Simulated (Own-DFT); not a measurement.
InGa₃As₄ (zincblende random alloy, strained, atoms displaced) (calculated)

All values are calculated (Own-DFT development build). A calculation, not a measurement: plane-wave PBE density functional theory by an unreviewed code, no spin, of a simulated periodic cell, stress positive in tension, free energy of the whole cell less one offset for each atom, forces on such cells passed a denser k mesh, this cell's mesh not checked; offsets are fitted by least squares, one for each functional and potential file, so energies compare only between cells with the same atoms and settings and are not formation energies; the far tail of each file's local potential was reset to the Coulomb form; each entry is a single point on an unrelaxed cell, so the pressure reflects the starting lattice, mostly measured values, from which strain is counted, and rises with the displacements; printed positions are rounded, which can move forces by about a meV/angstrom; the program is a retired in-house code; no spin-orbit coupling.

Common to all runs: functional PBE; potential files PseudoDojo norm-conserving, scalar-relativistic, standard set; wave cutoff 42 hartree; occupations Fermi-Dirac; smearing width 0.1 eV; k mesh 3 x 3 x 3 centred on Gamma.

(1) InGa₃As₄ (zincblende random alloy, strained, atoms displaced)

```cif
# cell vector a (Å): 11.3066 0.0000 0.0000
# cell vector b (Å): 0.0000 11.3066 0.0000
# cell vector c (Å): 0.0000 0.0000 11.6914
data_InGa3As4
_symmetry_space_group_name_H-M 'P 1'
_symmetry_Int_Tables_number 1
_cell_length_a 11.3066
_cell_length_b 11.3066
_cell_length_c 11.6914
_cell_angle_alpha 90.000
_cell_angle_beta 90.000
_cell_angle_gamma 90.000
_cell_volume 1494.62
loop_
_atom_site_label
_atom_site_type_symbol
_atom_site_fract_x
_atom_site_fract_y
_atom_site_fract_z
_atom_site_occupancy
In1 In 0.00837 0.99806 0.01104 1
Ga1 Ga 0.99624 0.25166 0.25021 1
Ga2 Ga 0.25263 0.99453 0.25230 1
Ga3 Ga 0.25715 0.25525 0.00090 1
As1 As 0.12172 0.13308 0.11998 1
As2 As 0.12514 0.37953 0.36856 1
As3 As 0.36797 0.12694 0.37743 1
As4 As 0.37714 0.37747 0.12994 1
Ga4 Ga 0.99812 0.99938 0.49607 1
Ga5 Ga 0.00470 0.25717 0.75224 1
Ga6 Ga 0.24621 0.00446 0.74918 1
Ga7 Ga 0.25060 0.24612 0.49986 1
As5 As 0.12886 0.12359 0.62827 1
As6 As 0.11784 0.37482 0.87207 1
As7 As 0.37080 0.12431 0.87808 1
As8 As 0.37521 0.37974 0.63143 1
In2 In 0.00121 0.50195 0.00301 1
Ga8 Ga 0.00200 0.74840 0.24879 1
Ga9 Ga 0.24274 0.51132 0.24774 1
Ga10 Ga 0.24785 0.75018 0.99545 1
As9 As 0.13123 0.63236 0.11889 1
As10 As 0.12062 0.87255 0.35861 1
As11 As 0.37283 0.63234 0.36825 1
As12 As 0.37236 0.87030 0.12688 1
In3 In 0.99977 0.50233 0.49379 1
In4 In 0.00060 0.75412 0.75358 1
In5 In 0.25297 0.50391 0.75818 1
Ga11 Ga 0.24096 0.74679 0.50528 1
As13 As 0.12448 0.62734 0.63146 1
As14 As 0.12045 0.87772 0.88044 1
As15 As 0.37605 0.62480 0.87840 1
As16 As 0.37033 0.87590 0.62631 1
Ga12 Ga 0.49876 0.00930 0.99743 1
Ga13 Ga 0.50141 0.24625 0.25282 1
In6 In 0.75008 0.00085 0.25751 1
Ga14 Ga 0.75383 0.26323 0.00287 1
As17 As 0.62436 0.13085 0.12937 1
As18 As 0.62061 0.36656 0.37500 1
As19 As 0.87659 0.12103 0.36316 1
As20 As 0.87065 0.37159 0.11639 1
Ga15 Ga 0.50455 0.00320 0.50143 1
In7 In 0.49512 0.24383 0.74781 1
Ga16 Ga 0.73906 0.99516 0.75231 1
Ga17 Ga 0.74729 0.24601 0.50591 1
As21 As 0.63547 0.12272 0.62212 1
As22 As 0.63040 0.37399 0.87677 1
As23 As 0.87481 0.12271 0.86998 1
As24 As 0.87255 0.37284 0.62076 1
Ga18 Ga 0.50152 0.49895 0.99946 1
Ga19 Ga 0.50343 0.75585 0.24606 1
Ga20 Ga 0.74629 0.49690 0.25073 1
Ga21 Ga 0.74797 0.75185 0.00459 1
As25 As 0.62207 0.62062 0.12121 1
As26 As 0.62904 0.87781 0.37380 1
As27 As 0.87835 0.63311 0.37654 1
As28 As 0.86835 0.87584 0.12035 1
Ga22 Ga 0.49736 0.49296 0.50806 1
In8 In 0.50061 0.75276 0.74944 1
Ga23 Ga 0.75137 0.49644 0.75960 1
Ga24 Ga 0.74973 0.75267 0.50136 1
As29 As 0.62992 0.62914 0.62374 1
As30 As 0.62472 0.87056 0.88403 1
As31 As 0.87907 0.61832 0.87135 1
As32 As 0.87557 0.88370 0.62265 1
```

```
free energy of cell above offsets : -20.728 eV
pressure                          : 6.34 GPa
stress xx                         : -6.96 GPa
stress yy                         : -7 GPa
stress zz                         : -5.07 GPa
stress yz                         : -0.24 GPa
stress xz                         : -0.23 GPa
stress xy                         : -1.13 GPa
```

Force:
| element | x (eV/Å) | y (eV/Å) | z (eV/Å) |
| --- | --- | --- | --- |
| In | -1.719 | 0.438 | -0.937 |
| Ga | 0.272 | 0.251 | -0.483 |
| Ga | -0.238 | 0.845 | -0.673 |
| Ga | -0.652 | 0.196 | 0.062 |
| As | 2.116 | 1.255 | 2.071 |
| As | 0.882 | -1.246 | -0.493 |
| As | 0.937 | -0.591 | -0.301 |
| As | -0.132 | 0.23 | -0.052 |
| Ga | 0.533 | 0.244 | -0.399 |
| Ga | -1.08 | -1.119 | -0.827 |
| Ga | 0.336 | -0.783 | 0.549 |
| Ga | -0.316 | 0.879 | 0.332 |
| As | -0.906 | 0.537 | -0.691 |
| As | 1.247 | -1.096 | 0.746 |
| As | -0.79 | -0.653 | 0.356 |
| As | -0.575 | -0.629 | -1.947 |
| In | 0.184 | -0.052 | 0.329 |
| Ga | -0.839 | -0.086 | -1.082 |
| Ga | 0.816 | -0.486 | 0.009 |
| Ga | 0.611 | 0.497 | -0.131 |
| As | -0.254 | 0.344 | 1.047 |
| As | 0.355 | 0.333 | 2.093 |
| As | 0.285 | -0.433 | 1.034 |
| As | 0.34 | 0.776 | -0.79 |
| In | 0.185 | -0.14 | 1.021 |
| In | -0.71 | 0.312 | -0.524 |
| In | -0.8 | -0.367 | -0.401 |
| Ga | 0.454 | 0.48 | -0.949 |
| As | 0.422 | -0.062 | -1.207 |
| As | 2.448 | -0.111 | -0.737 |
| As | 0.711 | 0.586 | 1.828 |
| As | -0.592 | 1.023 | -1.018 |
| Ga | 0.174 | -0.69 | 0.898 |
| Ga | -0.795 | 0.028 | -0.132 |
| In | -0.598 | -0.441 | -2.221 |
| Ga | -0.834 | -2.247 | -1.145 |
| As | -0.286 | 0.346 | -1.372 |
| As | 0.391 | 0.665 | 0.677 |
| As | 1.66 | 2.26 | 2.938 |
| As | 0.426 | 0.549 | 2.798 |
| Ga | -0.569 | -0.221 | -0.161 |
| In | 1.124 | 0.047 | 0.155 |
| Ga | 0.962 | 0.085 | 0.319 |
| Ga | 0.897 | 0.346 | -1.373 |
| As | -0.85 | -0.868 | 0.114 |
| As | -0.628 | 0.365 | 0.302 |
| As | -0.482 | 0.66 | 0.045 |
| As | -0.319 | -0.275 | 1.114 |
| Ga | -0.226 | -0.376 | -0.054 |
| Ga | 0.09 | -0.446 | 0.228 |
| Ga | 0.281 | 0.143 | 0.08 |
| Ga | 0.417 | -1.024 | -0.394 |
| As | 0.32 | 0.484 | 0.601 |
| As | -1.839 | -1.582 | 1.564 |
| As | -1.554 | 0.371 | -1.387 |
| As | 0.301 | -1.581 | 0.874 |
| Ga | 0.373 | 0.972 | -1.069 |
| In | -0.082 | -0.167 | 0.025 |
| Ga | 0.025 | 0.185 | -1.251 |
| Ga | 0.319 | 0.308 | -0.092 |
| As | 0.484 | -1.513 | -0.362 |
| As | 0.215 | 1.276 | 0.254 |
| As | -1.995 | 0.982 | 0.433 |
| As | -0.937 | -0.013 | -0.24 |

(2) InGa₃As₄ (zincblende random alloy, strained, atoms displaced)

```cif
# cell vector a (Å): 11.3066 0.0000 0.0000
# cell vector b (Å): 0.0000 11.3066 0.0000
# cell vector c (Å): 0.0000 0.0000 11.6914
data_InGa3As4
_symmetry_space_group_name_H-M 'P 1'
_symmetry_Int_Tables_number 1
_cell_length_a 11.3066
_cell_length_b 11.3066
_cell_length_c 11.6914
_cell_angle_alpha 90.000
_cell_angle_beta 90.000
_cell_angle_gamma 90.000
_cell_volume 1494.62
loop_
_atom_site_label
_atom_site_type_symbol
_atom_site_fract_x
_atom_site_fract_y
_atom_site_fract_z
_atom_site_occupancy
Ga1 Ga 0.99812 0.00259 0.00007 1
Ga2 Ga 0.99431 0.24049 0.24852 1
Ga3 Ga 0.24788 0.00044 0.24003 1
Ga4 Ga 0.25230 0.25274 0.99128 1
As1 As 0.12576 0.12720 0.12160 1
As2 As 0.12341 0.37305 0.37624 1
As3 As 0.37092 0.12187 0.37658 1
As4 As 0.37335 0.37724 0.12589 1
Ga5 Ga 0.00005 0.00629 0.50931 1
Ga6 Ga 0.00732 0.25572 0.74885 1
In1 In 0.25147 0.99322 0.74595 1
Ga7 Ga 0.24975 0.25036 0.50286 1
As5 As 0.12535 0.12867 0.62274 1
As6 As 0.12448 0.36971 0.87408 1
As7 As 0.37743 0.12026 0.87794 1
As8 As 0.37900 0.37299 0.62164 1
Ga8 Ga 0.00179 0.49279 0.00044 1
Ga9 Ga 0.00475 0.74102 0.24982 1
In2 In 0.25855 0.49777 0.24099 1
In3 In 0.25212 0.75361 0.99672 1
As9 As 0.11393 0.61918 0.12639 1
As10 As 0.11874 0.86867 0.37181 1
As11 As 0.37776 0.62062 0.37103 1
As12 As 0.37281 0.87298 0.12983 1
Ga10 Ga 0.00315 0.49782 0.50293 1
Ga11 Ga 0.99601 0.74902 0.75875 1
Ga12 Ga 0.24443 0.49613 0.74969 1
In4 In 0.25391 0.75037 0.50004 1
As13 As 0.12900 0.62363 0.62090 1
As14 As 0.12602 0.88409 0.86470 1
As15 As 0.37957 0.62748 0.86733 1
As16 As 0.37630 0.87522 0.62717 1
Ga13 Ga 0.49352 0.00664 0.00833 1
In5 In 0.49561 0.25540 0.24457 1
Ga14 Ga 0.75597 0.99820 0.25251 1
In6 In 0.74850 0.24828 0.99571 1
As17 As 0.61795 0.12471 0.12391 1
As18 As 0.62689 0.36978 0.37842 1
As19 As 0.87713 0.12889 0.37939 1
As20 As 0.87164 0.37774 0.12176 1
Ga15 Ga 0.49693 0.00880 0.50362 1
Ga16 Ga 0.49866 0.25337 0.75244 1
In7 In 0.74761 0.99546 0.75051 1
Ga17 Ga 0.74663 0.24657 0.50384 1
As21 As 0.61584 0.12131 0.62413 1
As22 As 0.62502 0.37888 0.87436 1
As23 As 0.87934 0.12479 0.87648 1
As24 As 0.87238 0.37173 0.62484 1
Ga18 Ga 0.49667 0.50295 0.99771 1
Ga19 Ga 0.49937 0.75029 0.24765 1
Ga20 Ga 0.74580 0.50159 0.25323 1
Ga21 Ga 0.74978 0.75237 0.99538 1
As25 As 0.62199 0.61821 0.13083 1
As26 As 0.62547 0.87775 0.36985 1
As27 As 0.86927 0.62543 0.37853 1
As28 As 0.86511 0.87703 0.13302 1
Ga22 Ga 0.49508 0.50064 0.50345 1
In8 In 0.49603 0.75062 0.74604 1
Ga23 Ga 0.74367 0.50079 0.74076 1
Ga24 Ga 0.74619 0.75182 0.50086 1
As29 As 0.62487 0.62290 0.62883 1
As30 As 0.61976 0.86939 0.86394 1
As31 As 0.87536 0.62539 0.87255 1
As32 As 0.87314 0.86736 0.62501 1
```

```
free energy of cell above offsets : -21.051 eV
pressure                          : 6.29 GPa
stress xx                         : -6.95 GPa
stress yy                         : -6.84 GPa
stress zz                         : -5.08 GPa
stress yz                         : -0.33 GPa
stress xz                         : -0.09 GPa
stress xy                         : 0.18 GPa
```

Force:
| element | x (eV/Å) | y (eV/Å) | z (eV/Å) |
| --- | --- | --- | --- |
| Ga | -0.009 | -0.553 | 0.337 |
| Ga | 0.435 | 1.109 | -0.128 |
| Ga | -0.369 | -0.137 | 1.221 |
| Ga | 0.209 | -0.396 | 0.759 |
| As | 0.003 | 0.137 | -0.277 |
| As | -0.312 | -0.566 | 0.016 |
| As | -0.761 | -0.227 | 0.08 |
| As | 0.516 | -0.845 | -4.008 |
| Ga | -0.329 | -0.975 | -0.816 |
| Ga | -1.017 | -0.76 | -0.241 |
| In | 0.375 | 2.18 | -0.471 |
| Ga | -0.009 | 0.1 | -0.654 |
| As | -0.185 | 0.596 | 0.044 |
| As | 0.253 | 0.821 | 0.168 |
| As | 0.227 | 1.096 | 0.002 |
| As | -0.778 | -0.022 | 0.733 |
| Ga | -0.519 | 0.35 | -0.381 |
| Ga | -1.41 | 0.529 | 0.383 |
| In | -2.291 | 0.862 | 1.667 |
| In | -1.031 | -0.617 | -0.09 |
| As | 0.219 | 0.358 | -0.984 |
| As | -0.143 | 1.599 | -0.379 |
| As | 1.389 | 0.609 | 0.48 |
| As | 0.963 | 0.806 | 0.267 |
| Ga | -0.506 | 0.037 | -0.373 |
| Ga | 0.687 | 0.051 | -1.01 |
| Ga | 0.601 | 0.177 | -0.256 |
| In | 0.031 | 0.113 | -0.843 |
| As | -1.377 | -0.642 | 1.688 |
| As | -2.624 | -1.498 | 2.099 |
| As | -1.401 | -2.391 | 1.098 |
| As | 0.977 | 0.877 | -2.241 |
| Ga | 0.468 | -1.233 | -0.494 |
| In | 0.379 | -0.854 | 1.411 |
| Ga | -0.858 | 1.084 | 0.46 |
| In | -0.156 | -0.094 | 0.399 |
| As | 1.163 | -1.374 | 0.358 |
| As | 0.27 | 1.1 | 0.646 |
| As | -0.504 | -0.697 | 0.11 |
| As | 0.613 | 0.241 | 1.345 |
| Ga | -0.205 | -1.13 | -0.965 |
| Ga | 0.132 | -0.188 | 0.048 |
| In | 0.661 | 0.798 | -0.287 |
| Ga | -0.058 | -0.082 | -0.04 |
| As | 0.363 | 1.367 | 0.153 |
| As | -0.894 | 0.784 | -0.928 |
| As | 1.206 | -0.008 | -0.952 |
| As | 0.251 | 0.204 | 0.158 |
| Ga | 0.172 | -0.081 | 0.057 |
| Ga | 0.339 | -0.158 | 0.414 |
| Ga | 0.448 | -0.447 | 0.327 |
| Ga | -0.439 | -0.171 | 0.422 |
| As | 0.073 | 0.79 | -1.012 |
| As | -0.474 | 0.022 | 0.814 |
| As | 0.538 | -0.222 | -0.063 |
| As | 1.525 | -0.899 | -1.281 |
| Ga | 0.908 | -0.021 | -0.556 |
| In | 0.498 | -0.528 | -0.667 |
| Ga | 0.859 | -0.424 | 0.916 |
| Ga | -0.194 | -0.182 | -0.33 |
| As | 0.226 | -0.231 | -1.924 |
| As | 0.173 | 0.831 | 3.721 |
| As | -0.354 | -0.866 | 0.487 |
| As | 1.062 | -0.107 | -0.635 |

(3) InGa₃As₄ (zincblende random alloy, strained, atoms displaced)

```cif
# cell vector a (Å): 11.3066 0.0000 0.0000
# cell vector b (Å): 0.0000 11.3066 0.0000
# cell vector c (Å): 0.0000 0.0000 11.6914
data_InGa3As4
_symmetry_space_group_name_H-M 'P 1'
_symmetry_Int_Tables_number 1
_cell_length_a 11.3066
_cell_length_b 11.3066
_cell_length_c 11.6914
_cell_angle_alpha 90.000
_cell_angle_beta 90.000
_cell_angle_gamma 90.000
_cell_volume 1494.62
loop_
_atom_site_label
_atom_site_type_symbol
_atom_site_fract_x
_atom_site_fract_y
_atom_site_fract_z
_atom_site_occupancy
Ga1 Ga 0.00234 0.99792 0.99330 1
Ga2 Ga 0.99574 0.24732 0.24772 1
Ga3 Ga 0.24160 0.00209 0.24840 1
Ga4 Ga 0.25947 0.25077 0.00390 1
As1 As 0.11961 0.12150 0.12107 1
As2 As 0.12085 0.37227 0.37536 1
As3 As 0.36678 0.12334 0.37221 1
As4 As 0.38294 0.36871 0.12898 1
Ga5 Ga 0.99962 0.99855 0.49984 1
Ga6 Ga 0.99899 0.25648 0.74734 1
In1 In 0.24686 0.99483 0.75357 1
Ga7 Ga 0.25478 0.24724 0.50128 1
As5 As 0.12409 0.12249 0.61809 1
As6 As 0.13010 0.37636 0.87965 1
As7 As 0.38286 0.12596 0.86830 1
As8 As 0.37314 0.37800 0.63121 1
In2 In 0.99879 0.49682 0.99727 1
In3 In 0.99840 0.75940 0.25387 1
Ga8 Ga 0.25465 0.50088 0.25167 1
Ga9 Ga 0.24412 0.75035 0.00798 1
As9 As 0.12494 0.62185 0.12310 1
As10 As 0.13516 0.87682 0.37237 1
As11 As 0.37896 0.62740 0.37646 1
As12 As 0.37969 0.87195 0.12951 1
Ga10 Ga 0.99959 0.51673 0.50429 1
Ga11 Ga 0.00318 0.75057 0.74922 1
In4 In 0.25215 0.50089 0.75035 1
Ga12 Ga 0.25035 0.74995 0.50861 1
As13 As 0.11880 0.62525 0.62992 1
As14 As 0.13550 0.88015 0.88321 1
As15 As 0.38236 0.62499 0.86683 1
As16 As 0.37865 0.87946 0.62996 1
In5 In 0.50041 0.00379 0.99616 1
Ga13 Ga 0.50571 0.24040 0.25276 1
In6 In 0.75002 0.99784 0.25430 1
Ga14 Ga 0.74491 0.25098 0.00015 1
As17 As 0.62343 0.11793 0.12660 1
As18 As 0.61817 0.37613 0.37951 1
As19 As 0.87641 0.12530 0.37683 1
As20 As 0.87407 0.37376 0.12667 1
Ga15 Ga 0.50280 0.99751 0.49991 1
Ga16 Ga 0.49866 0.24956 0.74952 1
Ga17 Ga 0.75520 0.99240 0.74532 1
Ga18 Ga 0.74717 0.23850 0.50013 1
As21 As 0.63214 0.12607 0.62166 1
As22 As 0.63145 0.36854 0.87230 1
As23 As 0.88324 0.12715 0.87898 1
As24 As 0.86870 0.37087 0.61645 1
In7 In 0.50688 0.50052 0.99884 1
Ga19 Ga 0.49897 0.75487 0.25216 1
Ga20 Ga 0.74425 0.51002 0.25057 1
Ga21 Ga 0.74875 0.74825 0.00124 1
As25 As 0.62606 0.62360 0.12392 1
As26 As 0.62674 0.87096 0.37600 1
As27 As 0.87351 0.62242 0.38044 1
As28 As 0.87245 0.87772 0.13051 1
Ga22 Ga 0.49215 0.49041 0.50640 1
Ga23 Ga 0.50044 0.74652 0.75119 1
In8 In 0.75151 0.50546 0.73918 1
Ga24 Ga 0.74776 0.75654 0.50891 1
As29 As 0.62316 0.62632 0.62447 1
As30 As 0.62219 0.86801 0.87313 1
As31 As 0.87474 0.62523 0.87558 1
As32 As 0.86711 0.87683 0.62271 1
```

```
free energy of cell above offsets : -21.231 eV
pressure                          : 6.23 GPa
stress xx                         : -6.76 GPa
stress yy                         : -6.72 GPa
stress zz                         : -5.21 GPa
stress yz                         : 0.25 GPa
stress xz                         : -0.25 GPa
stress xy                         : 0.03 GPa
```

Force:
| element | x (eV/Å) | y (eV/Å) | z (eV/Å) |
| --- | --- | --- | --- |
| Ga | -0.494 | -0.114 | 0.797 |
| Ga | 0.305 | 0.157 | 0.17 |
| Ga | 0.76 | 0.077 | -0.554 |
| Ga | -0.335 | -0.341 | -0.238 |
| As | 0.428 | 0.437 | -0.006 |
| As | 0.347 | 0.604 | 0.251 |
| As | 0.963 | -0.258 | 0.211 |
| As | -0.634 | -0.01 | 0.683 |
| Ga | 0.145 | -0.175 | -0.41 |
| Ga | 0.306 | -0.231 | -0.104 |
| In | 0.403 | 1.64 | -1.054 |
| Ga | -0.468 | 0.464 | -0.174 |
| As | -0.549 | 0.835 | 0.331 |
| As | 0.18 | -2.098 | -0.518 |
| As | -1.205 | 1.501 | 0.149 |
| As | 0.821 | -2.042 | -1.347 |
| In | -0.183 | 0.108 | 0.409 |
| In | 0.409 | -1.392 | 0.083 |
| Ga | -0.242 | -0.395 | 0.022 |
| Ga | 1.116 | -0.41 | -0.234 |
| As | 0.961 | 0.241 | 0.889 |
| As | 0.001 | 0.36 | 1.866 |
| As | -0.351 | -0.28 | 0.434 |
| As | -1.36 | 0.128 | 0.104 |
| Ga | -0.224 | -2.026 | -0.5 |
| Ga | -0.555 | 0.712 | 0.768 |
| In | -0.856 | 0.361 | 0.522 |
| Ga | 0.326 | 0.122 | -0.401 |
| As | 0.277 | 1.044 | -0.74 |
| As | -2.069 | -2.143 | 0.81 |
| As | -0.644 | 1.545 | 1.464 |
| As | 0.888 | -1.37 | -1.094 |
| In | -0.128 | -1.02 | 0.169 |
| Ga | -0.392 | 0.373 | 0.238 |
| In | -0.129 | 0.614 | 0.27 |
| Ga | 0.598 | -0.578 | 0.489 |
| As | 0.586 | 2.006 | 0.023 |
| As | 0.706 | -0.402 | -0.318 |
| As | 0.749 | 0.492 | 0.567 |
| As | -1.327 | -0.419 | 0.863 |
| Ga | -0.258 | 0.375 | -0.263 |
| Ga | 0.833 | 0.207 | -0.386 |
| Ga | -0.653 | 1.083 | 1.337 |
| Ga | 0.322 | 1.248 | -0.938 |
| As | -1.172 | -0.852 | 0.973 |
| As | -0.257 | -0.484 | -0.517 |
| As | -0.927 | -0.095 | -0.721 |
| As | 1.502 | -0.291 | -0.558 |
| In | -0.681 | -0.896 | -0.474 |
| Ga | 0.432 | -0.711 | 0.094 |
| Ga | 0.434 | -1.157 | 0.479 |
| Ga | 0.314 | 0.309 | 0.008 |
| As | 0.504 | 1.721 | 1.207 |
| As | -0.997 | -0.645 | 1.08 |
| As | -0.994 | 0.576 | 0.212 |
| As | 0.244 | -0.181 | -3.117 |
| Ga | 0.529 | 1.009 | -0.567 |
| Ga | 0.191 | 0.422 | -0.671 |
| In | 0.312 | -0.811 | 1.079 |
| Ga | -0.315 | -1.107 | -0.987 |
| As | -1.58 | 0.946 | -1.386 |
| As | 1.252 | -0.135 | -0.584 |
| As | -0.058 | 1.651 | -0.313 |
| As | 1.895 | -0.3 | 0.12 |
